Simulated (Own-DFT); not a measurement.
# One host, several defects: zincblende GaAs

The numbers are computed, not measured, by runs of the plane-wave DFT program Own-DFT (in-house, retired, unreviewed) at fixed positions, with no spin and no spin-orbit coupling.

Method: PBE; PseudoDojo norm-conserving scalar-relativistic files; cutoff 42 hartree; 3 x 3 x 3 k mesh centred on Gamma; Fermi-Dirac smearing of 0.1 eV.

Known weak points (not all hold for every row): not probed for a lower state with spin; forces on such cells failed a check on a denser k mesh; forces not confirmed at this smearing and k mesh; forces on such cells passed a denser k mesh, each cell not checked; stress not checked against mesh or cutoff.

All runs share one cell, with vectors in Å (11.307, 0.000, 0.000); (0.000, 11.307, 0.000); (0.000, 0.000, 11.307) and a volume of 1445.4 Å³. The atoms are randomly displaced, by u rms on each axis. The defect's site can differ from row to row.

| cell | formula | u (Å) | P (GPa) |
|---|---|---|---|
| no defect | As32Ga32 | 0.0183 | 3.49 |
| no defect | As32Ga32 | 0.0192 | 3.50 |
| no defect | As32Ga32 | 0.0477 | 3.86 |
| one P on an As site | As31Ga32P | 0.0263 | 3.31 |
| one P on an As site | As31Ga32P | 0.0284 | 3.33 |
| one P on an As site | As31Ga32P | 0.0297 | 3.37 |
| one As on a Ga site | As33Ga31 | 0.0281 | 4.27 |
| one As on a Ga site | As33Ga31 | 0.0286 | 4.23 |
| one As on a Ga site | As33Ga31 | 0.0484 | 4.55 |
| one Al on a Ga site | AlAs32Ga31 | 0.0477 | 3.81 |
| one Al on a Ga site | AlAs32Ga31 | 0.0478 | 3.89 |
| one Al on a Ga site | AlAs32Ga31 | 0.0530 | 4.17 |
| two As on a Ga site each | As34Ga30 | 0.0269 | 4.75 |
| two As on a Ga site each | As34Ga30 | 0.0272 | 4.78 |
| two As on a Ga site each | As34Ga30 | 0.0283 | ? |
| two As on a Ga site each | As34Ga30 | 0.0313 | 4.81 |

## What the rows give

P = P0 + c u² + a shift for each defect gives P0 = 3.41 GPa, c = 210 ± 31 GPa/Å² and a scatter of 0.06 GPa. The shifts, and each times the cell's volume:

- two As on a Ga site each: 1.20 ± 0.05 GPa, 10.8 eV (5.4 eV for each of its 2 sites)
- one As on a Ga site: 0.66 ± 0.05 GPa, 5.9 eV
- one Al on a Ga site: 0.03 ± 0.07 GPa, 0.3 eV (not resolved)
- one P on an As site: -0.24 ± 0.05 GPa, -2.2 eV

A positive shift means that the defect pushes the cell outwards. Shift times volume (160.2 GPa Å³ is 1 eV) depends little on the cell's size, so, taken for each site, it can be compared between cells at like pressure. The atoms around the defects weren't relaxed, which would change these numbers.

## Prediction

The question: what pressure belongs in the blank (two As on a Ga site each, u = 0.0283 Å)?

From the fit: 4.78 ± 0.07 GPa. The calculation gave 4.78 GPa.
